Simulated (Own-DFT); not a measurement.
# Same atoms, different arrangement: In48P48, 96 atoms

Calculated results; nothing here was measured. They come from Own-DFT, an in-house plane-wave density functional program, since retired, whose code no person has reviewed. Each row is one single-point run on a periodic cell that was not relaxed, without spin or spin-orbit coupling.

Settings of every run: PBE; PseudoDojo norm-conserving scalar-relativistic files; cutoff 36 hartree; 2 x 3 x 3 k mesh centred on Gamma; Fermi-Dirac smearing of 0.1 eV.

Known limits, some of them of some rows only: not probed for a lower state with spin; forces on such cells failed a check on a denser k mesh; forces not confirmed at this smearing and k mesh; stress not checked against mesh or cutoff.

All cells hold the same atoms in the same cell, with vectors in Å (17.606, 0.000, 0.000); (0.000, 11.737, 0.000); (0.000, 0.000, 11.737). Every atom was moved at random from its ideal site; u is the rms move along one axis. The defect's site can differ from row to row. E is the free energy of the cell above the lowest run. The arrangements:

- A: zincblende InP
- B: zincblende InP, with one In on a P site and one P on an In site, 2.5 Å apart

| arrangement | u (Å) | E (eV) | P (GPa) |
|---|---|---|---|
| A | 0.0183 | 0.000 | 3.19 |
| A | 0.0197 | 0.122 | 3.21 |
| A | 0.0200 | 0.121 | 3.20 |
| A | 0.0487 | 2.691 | 3.52 |
| A | 0.0497 | 3.084 | 3.58 |
| A | 0.0521 | 3.855 | 3.73 |
| B | 0.0298 | 4.893 | 3.52 |
| B | 0.0306 | 4.789 | 3.51 |
| B | 0.0321 | 5.080 | 3.57 |
| B | 0.0458 | 6.385 | 3.75 |
| B | 0.0487 | 6.857 | 3.79 |
| B | 0.0494 | 6.720 | 3.74 |

Question: once the cost of the random moves is taken out, how do the arrangements rank?

## Worked answer

Fit E = a + b u², with one b for all and one a for each arrangement, and with residuals divided by u², since the noise grows with the moves. Then b = 1409 eV/Å², the scatter at u = 0.04 Å is 0.15 eV, and against A:

- B: 4.00 ± 0.07 eV (higher)

These are energies of unrelaxed cells. Relaxing the atoms lowers the strained arrangements most, so the gaps would shrink and small ones could change sign.
